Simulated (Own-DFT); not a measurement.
# Energy and forces against displacement in zincblende GaP, 96 atoms (Ga48P48)

These are calculations, not measurements. The program, named Own-DFT, is a retired in-house plane-wave density functional code that no person has reviewed. Each row is one single-point run on a periodic cell that was not relaxed, without spin or spin-orbit coupling.

Settings of every run: PBE; PseudoDojo norm-conserving scalar-relativistic files; cutoff 42 hartree; 2 x 3 x 3 k mesh centred on Gamma; Fermi-Dirac smearing of 0.1 eV.

Known limits, some of them of some rows only: some atoms lie very close together; forces on such cells moved up to 12 meV/angstrom on a denser k mesh; forces on such cells passed a denser k mesh, each cell not checked; stress not checked against mesh or cutoff.

Cell vectors in Å: (16.352, 0.000, 0.000); (0.000, 10.901, 0.000); (0.000, 0.000, 10.901). In each run every atom was moved at random and independently from its ideal site; u is the rms move along one axis. E is the free energy for each atom above the fitted value at u = 0, and F the rms of the force components.

| run | u (Å) | E (meV/atom) | F (eV/Å) | largest force (eV/Å) | P (GPa) |
|---|---|---|---|---|---|
| 1 | 0.0203 | 7.3 | 0.281 | 0.97 | 2.71 |
| 2 | 0.0204 | 7.4 | 0.287 | 1.09 | 2.72 |
| 3 | 0.0207 | ? | ? | ? | ? |
| 4 | 0.0504 | 41.2 | 0.716 | 2.88 | 3.18 |
| 5 | 0.0507 | 43.4 | 0.698 | 2.20 | 3.22 |
| 6 | 0.0512 | 45.2 | 0.727 | 2.28 | 3.29 |
| 7 | 0.0960 | 163.4 | 1.494 | 5.46 | 4.95 |
| 8 | 0.0968 | 169.5 | 1.519 | 9.30 | 5.13 |
| 9 | 0.1499 | 430.3 | 3.276 | 24.46 | 8.64 |
| 10 | 0.1842 | 578.8 | 2.972 | 12.54 | 11.00 |

## Worked fit

For small independent moves the energy grows as E = (3/2) K u², with K the mean stiffness felt by one atom. The runs with u up to 0.11 Å give K = 11.6 ± 0.2 eV/Å², with residuals divided by u² + 0.0006 Å², since the noise grows with the moves. The scatter is 1.8 meV/atom at u = 0.05 Å. The forces follow F = G u with G = 14.5 eV/Å²; no force at u = 0 is resolved. G exceeds K because the moves of its neighbours add to the force on an atom, and stiffness differs between atoms. At u = 0.184 Å the parabola gives 589 meV/atom and the run 579. The pressure follows P = 2.57 + 265 u² GPa: at fixed volume, shortened bonds push harder than stretched ones pull.

## Withheld run

Question: what energy and rms force should run 3 give?

The fit gives 7 ± 1 meV/atom and about 0.30 eV/Å. The calculation gave 7.5 meV/atom and 0.285 eV/Å.
